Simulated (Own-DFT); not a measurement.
HfO₂ (monoclinic hafnia, atoms displaced) (calculated)

A calculation, not a measurement: plane-wave PBE density functional theory by an unreviewed code, no spin, of a simulated periodic cell, stress positive in tension, free energy of the whole cell less one offset for each atom, hafnium file: forces about 75 meV/angstrom off all-electron values; oxygen file: force components 24 meV/angstrom off all-electron in one glass; forces on such cells passed a denser k mesh, this cell's mesh not checked; offsets are fitted by least squares, one for each functional and potential file, so energies compare only between cells with the same atoms and settings and are not formation energies; the far tail of each file's local potential was reset to the Coulomb form; each entry is a single point on an unrelaxed cell, so the pressure reflects the starting lattice, mostly measured values, from which strain is counted, and rises with the displacements; printed positions are rounded, which can move forces by about a meV/angstrom; the program is a retired in-house code; no spin-orbit coupling; before rounding, a Quantum ESPRESSO 7.3.1 run of the same cell and cutoff gave forces within 1 meV/angstrom rms on each cell, which checks the program and not the settings. Program: Own-DFT development build.

Settings shared by all entries: functional PBE; potential files PseudoDojo norm-conserving, scalar-relativistic, standard set; wave cutoff 72 hartree; occupations Fermi-Dirac; smearing width 0.1 eV; k mesh 2 x 2 x 2 centred on Gamma.

(1) HfO₂ (monoclinic hafnia, atoms displaced)

```
cell vectors (Å)
  10.2340     0.0000     0.0000
   0.0000    10.3500     0.0000
  -1.6955     0.0000    10.4453
atoms (fractions of the cell vectors)
Hf  0.14543  0.02271  0.10339
Hf  0.35310  0.26598  0.13867
Hf  0.35779  0.48130  0.39028
Hf  0.12949  0.23298  0.35076
O   0.03575  0.17063  0.17281
O   0.46555  0.40826  0.08560
O   0.45828  0.33799  0.33312
O   0.03700  0.09056  0.42161
O   0.22220  0.37482  0.24397
O   0.27650  0.12844  0.01079
O   0.27866  0.11850  0.26001
O   0.23423  0.37138  0.49228
Hf  0.13700  0.01861  0.60295
Hf  0.36282  0.26663  0.64166
Hf  0.36641  0.48729  0.90058
Hf  0.13999  0.23157  0.85841
O   0.03793  0.16349  0.67449
O   0.46185  0.41186  0.56935
O   0.46142  0.32927  0.82802
O   0.03799  0.08308  0.92876
O   0.23110  0.37827  0.73332
O   0.27912  0.13054  0.51160
O   0.27483  0.12155  0.76220
O   0.22177  0.37276  0.99232
Hf  0.14077  0.52402  0.10260
Hf  0.36120  0.76755  0.14238
Hf  0.35371  0.98799  0.39370
Hf  0.14389  0.72958  0.35755
O   0.03850  0.67146  0.16925
O   0.46585  0.92066  0.07552
O   0.46094  0.84115  0.33791
O   0.03010  0.58089  0.42728
O   0.22924  0.88300  0.23775
O   0.27664  0.62779  0.00491
O   0.28206  0.62660  0.26263
O   0.22375  0.86961  0.48795
Hf  0.14210  0.51726  0.60280
Hf  0.36357  0.76949  0.64587
Hf  0.36515  0.97437  0.90659
Hf  0.13823  0.72674  0.84920
O   0.04679  0.66791  0.67419
O   0.46779  0.91017  0.57395
O   0.46208  0.84043  0.81873
O   0.04407  0.58342  0.92498
O   0.22393  0.88338  0.73798
O   0.27258  0.63432  0.51176
O   0.27635  0.61433  0.75982
O   0.22166  0.87200  0.99523
Hf  0.64323  0.01819  0.11127
Hf  0.86782  0.27277  0.14044
Hf  0.86921  0.47720  0.38929
Hf  0.64062  0.23681  0.35019
O   0.53510  0.16760  0.17571
O   0.96882  0.42315  0.07152
O   0.95814  0.33447  0.32071
O   0.54044  0.07764  0.42049
O   0.72848  0.37855  0.24228
O   0.77499  0.12377  0.00716
O   0.78125  0.12439  0.25697
O   0.72634  0.37450  0.49486
Hf  0.64063  0.02296  0.59844
Hf  0.85675  0.27437  0.65242
Hf  0.85294  0.47870  0.89921
Hf  0.63903  0.23261  0.84830
O   0.53272  0.17100  0.68575
O   0.96132  0.41262  0.57839
O   0.96309  0.33025  0.82877
O   0.53822  0.08316  0.92983
O   0.72271  0.38328  0.72887
O   0.77650  0.12661  0.51487
O   0.77420  0.11417  0.75758
O   0.72710  0.36829  0.99074
Hf  0.63769  0.51801  0.10484
Hf  0.86071  0.77462  0.14549
Hf  0.85723  0.98009  0.39888
Hf  0.63558  0.72978  0.35690
O   0.53523  0.67161  0.17208
O   0.96249  0.92443  0.07152
O   0.96666  0.84084  0.33359
O   0.53556  0.57300  0.42383
O   0.72579  0.87656  0.23831
O   0.77378  0.62687  0.01876
O   0.77563  0.62568  0.26254
O   0.72792  0.86893  0.48432
Hf  0.63963  0.52455  0.60235
Hf  0.85912  0.77214  0.63994
Hf  0.86389  0.98186  0.89501
Hf  0.64067  0.73222  0.85226
O   0.53902  0.66479  0.66780
O   0.95960  0.90957  0.57485
O   0.96002  0.82707  0.82248
O   0.54090  0.58256  0.92464
O   0.72176  0.88373  0.74107
O   0.77819  0.63619  0.51074
O   0.76753  0.61663  0.75572
O   0.72251  0.86183  0.98048
```

- free energy of cell above offsets: -94.151 eV
- pressure: 5.06 GPa
- stress xx: -4.02 GPa
- stress yy: -5.08 GPa
- stress zz: -6.08 GPa
- stress yz: -0.05 GPa
- stress xz: -0.52 GPa
- stress xy: -0.07 GPa

Force:
```csv
element,x (eV/Å),y (eV/Å),z (eV/Å)
Hf,-1.646,-0.903,0.445
Hf,1.402,0.827,2.337
Hf,0.731,-1.115,1.692
Hf,1.612,0.049,1.124
O,0.512,-0.262,-0.453
O,0.576,1.345,-0.796
O,1.547,-1.666,-1.18
O,-0.953,-1.017,0.372
O,-0.344,0.894,-1.3
O,-0.02,0.029,-0.137
O,-0.712,1.287,-0.813
O,-1.913,0.047,-1.201
Hf,0.075,0.845,0.855
Hf,-0.408,1.265,0.976
Hf,0.157,-2.274,-1.469
Hf,0.315,-0.74,-2.044
O,-0.742,0.235,0.13
O,0.961,0.606,1.089
O,0.373,1.083,1.036
O,0.274,0.716,-0.842
O,-1.041,-0.01,1.038
O,-0.521,-0.778,-0.489
O,-0.037,-0.253,0.452
O,0.32,-0.044,-0.247
Hf,-0.446,-0.047,0.128
Hf,0.107,1.25,1.356
Hf,1.582,-1.436,1.149
Hf,-1.277,0.664,-0.371
O,-0.184,0.103,0.58
O,-0.164,-1.333,1.452
O,1.176,-1.624,-1.423
O,1.674,1.14,-0.901
O,-0.673,-0.621,0.182
O,0.624,0.509,0.974
O,-0.461,-0.051,-0.809
O,-0.241,0.532,-0.008
Hf,-0.473,-0.529,0.661
Hf,0.357,1.087,-0.492
Hf,0.506,1.722,-2.871
Hf,-0.625,0.789,-0.141
O,-1.236,-0.017,-0.834
O,0.021,0.608,0.283
O,0.872,-1.122,1.041
O,-1.438,-0.464,-0.517
O,-0.146,-0.888,0.338
O,0.001,-0.746,-0.568
O,0.661,0.72,0.248
O,0.361,-0.499,-0.532
Hf,-0.633,1.815,-1.605
Hf,-0.931,-0.869,-0.313
Hf,-2.446,0.997,2.112
Hf,-1.546,-0.388,0.74
O,0.08,-0.254,-0.117
O,-0.684,-0.826,0.756
O,1.38,-0.607,0.034
O,-0.011,1.085,-0.21
O,-0.405,0.314,-0.998
O,0.407,0.63,0.491
O,-0.309,-0.224,0.431
O,0.144,-0.617,-1.392
Hf,-1.908,-0.594,1.023
Hf,1.771,-0.988,-1.545
Hf,2.018,0.919,-0.972
Hf,-1.606,-1.471,1.291
O,1.472,-1.939,-2.079
O,1.022,0.524,-0.258
O,-0.653,0.722,0.607
O,-0.034,0.201,-0.229
O,-0.465,-0.816,2.445
O,0.472,0.689,-0.719
O,0.133,1.433,0.024
O,-0.169,0.488,-0.085
Hf,-0.454,0.483,1.119
Hf,1.156,-0.19,0.169
Hf,1.2,0.474,-0.751
Hf,-0.978,-0.474,0.016
O,0.141,-0.51,-0.19
O,-0.177,-0.966,1.322
O,0.577,-0.85,-0.869
O,0.921,1.892,-1.082
O,-0.282,0.245,0.16
O,0.704,-0.306,-0.843
O,0.04,-0.528,-0.154
O,-0.944,0.571,0.528
Hf,-0.809,-1.193,-1.207
Hf,0.328,-0.601,1.492
Hf,-0.051,-0.772,-0.406
Hf,-0.561,-0.173,-1.114
O,-1.423,1.055,0.562
O,1.393,1.455,-0.103
O,0.274,0.359,0.618
O,-0.495,-0.11,-0.08
O,0.255,-0.883,-0.911
O,-0.422,-0.895,-0.466
O,1.035,0.489,1.475
O,0.382,1.295,1.784
```

(2) HfO₂ (monoclinic hafnia, atoms displaced)

```
cell vectors (Å)
  10.2340     0.0000     0.0000
   0.0000    10.3500     0.0000
  -1.6955     0.0000    10.4453
atoms (fractions of the cell vectors)
Hf  0.13989  0.01848  0.09483
Hf  0.35263  0.27600  0.14984
Hf  0.34146  0.47689  0.39901
Hf  0.13481  0.23729  0.35992
O   0.03289  0.15791  0.17525
O   0.44121  0.41514  0.06949
O   0.47198  0.33052  0.32430
O   0.03914  0.07860  0.43406
O   0.22790  0.36698  0.23941
O   0.28856  0.12503  0.00576
O   0.29815  0.13057  0.27657
O   0.22432  0.36660  0.48237
Hf  0.14801  0.02004  0.61318
Hf  0.35839  0.27195  0.65273
Hf  0.36645  0.47055  0.89443
Hf  0.13617  0.22907  0.86480
O   0.03876  0.17339  0.67670
O   0.46962  0.42050  0.57196
O   0.45971  0.34763  0.81917
O   0.02241  0.08149  0.93483
O   0.22091  0.38106  0.72730
O   0.27248  0.13954  0.50447
O   0.29555  0.12756  0.75935
O   0.24587  0.38601  0.99669
Hf  0.13004  0.50642  0.10467
Hf  0.36405  0.77305  0.15649
Hf  0.37338  0.97973  0.39205
Hf  0.14484  0.73049  0.35281
O   0.04085  0.65911  0.18190
O   0.45903  0.91667  0.08445
O   0.47074  0.85101  0.32878
O   0.03144  0.59186  0.42018
O   0.20886  0.87148  0.24869
O   0.27913  0.61168  0.00864
O   0.27267  0.61613  0.26676
O   0.22772  0.86391  0.49583
Hf  0.13763  0.51256  0.59342
Hf  0.35316  0.77060  0.64321
Hf  0.37255  0.98640  0.89782
Hf  0.14657  0.72771  0.85737
O   0.04060  0.66947  0.67395
O   0.44877  0.92453  0.57159
O   0.46572  0.83956  0.82953
O   0.04110  0.59140  0.92270
O   0.22110  0.87931  0.73927
O   0.27708  0.61306  0.51040
O   0.27193  0.61429  0.75320
O   0.22832  0.86433  0.97680
Hf  0.64674  0.01061  0.10877
Hf  0.86858  0.25508  0.14451
Hf  0.85666  0.47938  0.40184
Hf  0.63678  0.22748  0.35929
O   0.54095  0.15183  0.17202
O   0.97411  0.41931  0.08946
O   0.98401  0.33985  0.32976
O   0.53655  0.07797  0.41265
O   0.72222  0.37836  0.24338
O   0.77878  0.13112  0.00604
O   0.77866  0.12786  0.25945
O   0.71293  0.37753  0.47934
Hf  0.64405  0.03319  0.60919
Hf  0.86425  0.26313  0.64822
Hf  0.87074  0.49089  0.91571
Hf  0.64959  0.22994  0.86818
O   0.53604  0.16714  0.67363
O   0.96530  0.41350  0.57295
O   0.96006  0.33557  0.82890
O   0.52812  0.08625  0.91731
O   0.72012  0.37614  0.73329
O   0.76264  0.13195  0.50112
O   0.77609  0.13455  0.75313
O   0.72386  0.37563  0.98727
Hf  0.62212  0.51556  0.11311
Hf  0.86905  0.75447  0.15676
Hf  0.88088  0.99267  0.39296
Hf  0.63196  0.73429  0.35714
O   0.52426  0.66373  0.18105
O   0.94983  0.91272  0.07239
O   0.96518  0.83030  0.33103
O   0.53512  0.59433  0.41881
O   0.72323  0.87732  0.23288
O   0.77404  0.62564  0.00885
O   0.78193  0.61981  0.26801
O   0.72352  0.85802  0.49336
Hf  0.63963  0.52501  0.60877
Hf  0.87537  0.76495  0.65026
Hf  0.87200  0.98490  0.89384
Hf  0.63259  0.72570  0.86723
O   0.54030  0.67304  0.68506
O   0.96929  0.92307  0.56809
O   0.95798  0.84913  0.83271
O   0.53928  0.57866  0.91949
O   0.73512  0.87951  0.73580
O   0.76868  0.63035  0.50898
O   0.77235  0.62314  0.75822
O   0.72112  0.87084  0.97482
```

* free energy of cell above offsets: -83.338 eV
* pressure: 9.33 GPa
* stress xx: -10.86 GPa
* stress yy: -8.85 GPa
* stress zz: -8.29 GPa
* stress yz: -0.19 GPa
* stress xz: -0.72 GPa
* stress xy: -1.28 GPa

Force:
```csv
element,x (eV/Å),y (eV/Å),z (eV/Å)
Hf,-0.452,-2.098,2.209
Hf,3.846,-3.478,1.121
Hf,6.188,0.172,-0.437
Hf,2.556,-4.22,-0.283
O,1.585,-0.645,-0.157
O,5.992,1.091,2.862
O,-1.668,1.452,-0.409
O,2.535,2.898,-0.948
O,-2.122,1.656,0.276
O,-3.032,1.178,0.804
O,-2.012,-0.507,-2.505
O,-1.015,0.921,1.685
Hf,0.158,-0.006,-1.747
Hf,2.576,0.151,-2.416
Hf,-1.304,4.939,-2.128
Hf,0.226,1.212,-2.311
O,1.172,-1.14,1.188
O,-1.601,-0.784,0.052
O,3.191,-3.289,0.003
O,5.843,4.568,-0.06
O,-0.932,-1.263,1.758
O,-0.484,-0.874,1.751
O,-2.428,-0.706,0.828
O,-6.417,-4.423,-1.513
Hf,5.601,4.489,0.929
Hf,-0.93,-0.913,-1.87
Hf,-3.315,2.331,2.168
Hf,-1.633,-0.58,2.176
O,-0.461,-0.212,-1.4
O,0.67,0.055,-0.231
O,0.721,-3.054,-2.112
O,-0.188,-1.059,0.676
O,1.815,2.1,-2.57
O,-0.416,3.077,0.885
O,0.541,0.023,-0.866
O,-0.988,0.063,-0.576
Hf,-1.241,2.084,1.493
Hf,2.351,-0.369,1.155
Hf,-0.663,-2.291,-1.004
Hf,0.655,-0.764,-1.023
O,0.718,-0.82,0.006
O,1.562,-0.028,1.644
O,-0.479,-0.482,-0.258
O,-1.777,-1.451,1.014
O,0.082,0.232,0.141
O,-0.018,1.773,0.22
O,0.218,0.846,0.547
O,-0.733,1.536,2.639
Hf,-1.251,0.537,-0.923
Hf,-2.298,2.103,1.191
Hf,-0.242,0.584,-0.682
Hf,-0.712,0.742,-2.39
O,-0.512,1.155,-0.252
O,-3.622,-2.585,-0.993
O,-3.344,1.167,-0.755
O,0.741,0.398,1.459
O,0.937,0.001,-1.135
O,-0.149,-0.058,0.695
O,1.307,-0.258,-0.283
O,0.974,-0.334,1.32
Hf,-1.391,-3.898,-0.793
Hf,-1.241,2.75,-0.846
Hf,-1.627,-0.092,-4.007
Hf,-1.705,0.946,-3.484
O,-0.309,0.504,0.518
O,-0.344,-0.451,0.329
O,1.332,-0.459,1.407
O,2.802,1.489,0.871
O,0.469,-0.123,0.731
O,2.267,-0.05,1.671
O,0.292,-1.236,1.556
O,0.278,-0.227,1.235
Hf,0.694,-0.309,-0.32
Hf,-0.657,1.85,-0.522
Hf,-3.741,-3.934,0.196
Hf,2.362,-0.154,1.57
O,0.837,-0.587,-1.028
O,2.091,0.381,1.399
O,0.11,0.373,-0.543
O,-1.791,-1.107,0.638
O,0.402,-0.469,0.4
O,0.142,-0.127,1.841
O,-1.044,0.241,-1.158
O,0.54,1.88,-0.25
Hf,-0.705,0.307,-0.618
Hf,-3.395,1.893,-1.407
Hf,-7.52,-2.968,-1.141
Hf,1.355,1.624,-3.45
O,-1.261,-0.169,-1.443
O,-0.224,-0.547,1.877
O,4.426,-4.01,-1.404
O,-1.161,-1.357,2.118
O,-0.939,1.69,-0.501
O,1.474,-0.979,0.623
O,1.303,-0.452,1.546
O,-0.442,0.941,1.733
```
